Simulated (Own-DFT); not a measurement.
# Computed records: Si$_{24}$O$_{47}$ (quartz with one neutral oxygen vacancy, atoms displaced)

A calculation, not a measurement: plane-wave PBE and HSE06 DFT by an unreviewed code, no spin, of a simulated cell at Gamma alone, so results move with cell size and shape, stress positive in tension, energies less offsets, not probed for a lower state with spin; oxygen file: force components 24 meV/angstrom off all-electron in a glass; k mesh not checked against a denser one; forces and stress are PBE's, HSE06 gives the energy alone, and its difference from PBE has offsets of its own; offsets are fitted by least squares, one for each functional and potential file, so energies compare only between cells with the same atoms and settings and are not formation energies; the far tail of each file's local potential was reset to the Coulomb form; each entry is a single point on an unrelaxed cell, so the pressure reflects the starting lattice, mostly measured values (interpolated for alloys), from which strain is counted, and rises with the displacements; printed positions are rounded, which can move forces by about a meV/angstrom; the program, named Own-DFT, is a retired in-house code; no spin-orbit coupling. Program: Own-DFT development build.

## Si$_{24}$O$_{47}$ (quartz with one neutral oxygen vacancy, atoms displaced)

```cif
# cell vector a (Å): 9.8268 0.0000 0.0000
# cell vector b (Å): -4.9134 8.5103 0.0000
# cell vector c (Å): 0.0000 0.0000 10.8104
data_Si24O47
_symmetry_space_group_name_H-M 'P 1'
_symmetry_Int_Tables_number 1
_cell_length_a 9.8268
_cell_length_b 9.8268
_cell_length_c 10.8104
_cell_angle_alpha 90.000
_cell_angle_beta 90.000
_cell_angle_gamma 120.000
_cell_volume 904.06
loop_
_atom_site_label
_atom_site_type_symbol
_atom_site_fract_x
_atom_site_fract_y
_atom_site_fract_z
_atom_site_occupancy
Si1 Si 0.23778 0.00074 0.00130 1
Si2 Si 0.00235 0.23036 0.33633 1
Si3 Si 0.26395 0.25712 0.16872 1
O1 O 0.21204 0.13934 0.05787 1
O2 O 0.42253 0.29082 0.22331 1
O3 O 0.36761 0.07634 0.39427 1
O4 O 0.07035 0.37087 0.44321 1
O5 O 0.11987 0.20587 0.27023 1
O6 O 0.29451 0.42917 0.11371 1
Si4 Si 0.24042 0.00400 0.50217 1
Si5 Si 0.00247 0.23650 0.83488 1
Si6 Si 0.26741 0.26724 0.66663 1
O7 O 0.20602 0.12203 0.55730 1
O8 O 0.42506 0.30347 0.72580 1
O9 O 0.36905 0.08042 0.89888 1
O10 O 0.07483 0.36613 0.94296 1
O11 O 0.14001 0.20989 0.78149 1
O12 O 0.29711 0.42775 0.60340 1
Si7 Si 0.22751 0.50158 0.99895 1
Si8 Si 0.99177 0.73470 0.32891 1
Si9 Si 0.26917 0.77208 0.16861 1
O13 O 0.21301 0.64991 0.06501 1
O14 O 0.42535 0.79626 0.22699 1
O15 O 0.37697 0.57271 0.39776 1
O16 O 0.07689 0.86864 0.43453 1
O17 O 0.13248 0.70542 0.27478 1
O18 O 0.29716 0.93258 0.10911 1
Si10 Si 0.23788 0.50281 0.50887 1
Si11 Si 0.00171 0.73205 0.83843 1
Si12 Si 0.26389 0.77025 0.66447 1
O19 O 0.21094 0.63767 0.54917 1
O20 O 0.43120 0.79036 0.72970 1
O21 O 0.36663 0.57517 0.88971 1
O22 O 0.07017 0.86231 0.93525 1
O23 O 0.13891 0.71303 0.77065 1
O24 O 0.29864 0.93239 0.60322 1
Si13 Si 0.73495 0.99813 0.00448 1
Si14 Si 0.49445 0.23177 0.32763 1
Si15 Si 0.75887 0.26285 0.15786 1
O25 O 0.70791 0.13698 0.05572 1
O26 O 0.92659 0.29381 0.21886 1
O27 O 0.86288 0.07738 0.39009 1
O28 O 0.57342 0.36719 0.44355 1
O29 O 0.63372 0.20561 0.27197 1
Si16 Si 0.73170 0.00333 0.49488 1
Si17 Si 0.49979 0.23359 0.83578 1
Si18 Si 0.76037 0.27275 0.67178 1
O30 O 0.70592 0.13005 0.55954 1
O31 O 0.92269 0.29496 0.72785 1
O32 O 0.87739 0.07349 0.89426 1
O33 O 0.57657 0.36371 0.93823 1
O34 O 0.63904 0.21101 0.77522 1
O35 O 0.79616 0.42105 0.60348 1
Si19 Si 0.73212 0.50079 0.99456 1
Si20 Si 0.49554 0.73627 0.33265 1
Si21 Si 0.76298 0.76201 0.16788 1
O36 O 0.71162 0.64715 0.06224 1
O37 O 0.92541 0.79640 0.22367 1
O38 O 0.86128 0.57500 0.39378 1
O39 O 0.58005 0.87020 0.44103 1
O40 O 0.62769 0.70175 0.27301 1
O41 O 0.78641 0.91635 0.10285 1
Si22 Si 0.74289 0.51273 0.51346 1
Si23 Si 0.50091 0.73635 0.83032 1
Si24 Si 0.77511 0.77429 0.66901 1
O42 O 0.71538 0.64168 0.56139 1
O43 O 0.92419 0.79292 0.72707 1
O44 O 0.86180 0.56653 0.89997 1
O45 O 0.57466 0.86979 0.93804 1
O46 O 0.62901 0.70213 0.77573 1
O47 O 0.81020 0.92556 0.60437 1
```

* first functional: PBE
* second functional: HSE06
* exact exchange share: 0.25
* screening: 0.11 1/bohr
* exchange divergence: Gygi-Baldereschi
* potential files: PseudoDojo norm-conserving, scalar-relativistic, made for PBE, standard set
* wave cutoff: 48 hartree
* occupations: fixed
* k mesh: 1 x 1 x 1 centred on Gamma
* PBE energy of cell above offsets: -18.794 eV
* HSE06 less PBE above offsets: -0.609 eV
* PBE pressure: 9.57 GPa
* PBE stress xx: -9.88 GPa
* PBE stress yy: -10.17 GPa
* PBE stress zz: -8.64 GPa
* PBE stress yz: -0.73 GPa
* PBE stress xz: 0.86 GPa
* PBE stress xy: 0.58 GPa

Force:
```csv
element,x (eV/Å),y (eV/Å),z (eV/Å)
Si,-1.964,-0.725,0.246
Si,-6.431,4.564,0.729
Si,-4.419,2.991,-0.305
O,-0.143,-2.064,-1.432
O,1.751,0.462,0.613
O,0.368,-0.707,-0.706
O,0.875,-0.403,-0.114
O,7.005,-1.205,-3.041
O,-0.937,0.026,-1.234
Si,0.335,-3.947,-4.612
Si,-0.993,-0.094,-1.004
Si,-2.085,-2.041,-1.175
O,-4.143,5.986,4.124
O,4.204,-0.595,2.257
O,0.421,-1.278,-0.952
O,-1.719,-0.683,-0.484
O,0.636,0.206,-1.436
O,1.379,-1.259,2.335
Si,3.495,2.472,2.761
Si,2.725,-0.187,1.664
Si,-1.957,0.223,2.574
O,0.862,-4.288,-4.238
O,1.357,0.873,0.535
O,-1.251,-0.571,0.877
O,0.177,0.559,0.737
O,-0.603,0.335,-0.236
O,-0.231,0.972,-0.046
Si,-0.131,-1.242,-5.777
Si,-1.574,-1.829,-3.329
Si,3.651,-0.696,-1.374
O,-2.029,3.448,2.957
O,-5.001,1.507,-4.491
O,-1.363,-1.344,1.492
O,1.19,3.548,3.411
O,-1.343,-1.039,1.405
O,1.735,-1.013,2.095
Si,0.307,0.71,-2.847
Si,2.541,2.543,2.975
Si,0.137,4.662,2.04
O,0.064,-2.508,-2.279
O,0.1,-0.377,0.758
O,-0.007,-1.694,0.278
O,0.444,0.19,-0.199
O,-0.715,-0.362,-0.033
Si,3.81,0.375,2.94
Si,-0.747,1.349,-2.659
Si,4.78,-4.271,-2.655
O,-1.497,2.384,2.325
O,1.294,0.13,0.877
O,-1.381,-1.35,1.483
O,-1.641,0.19,0.104
O,-3.227,-1.4,2.638
O,-0.69,3.59,-0.454
Si,-1.42,-1.277,7.383
Si,1.746,-0.59,0.854
Si,-1.699,1.534,3.059
O,1.394,-5.56,-5.012
O,0.584,0.717,-0.307
O,0.117,0.025,0.236
O,-2.302,-2.858,-1.618
O,0.055,0.434,0.072
O,0.199,1.624,0.965
Si,-0.183,-4.442,-5.77
Si,1.516,-0.607,3.418
Si,-3.77,-3.058,0.869
O,-1.98,1.593,1.47
O,4.963,-0.474,3.082
O,3.82,2.972,-4.389
O,-0.236,0.184,0.158
O,2.795,0.339,-1.646
O,-3.022,4.317,-2.949
```
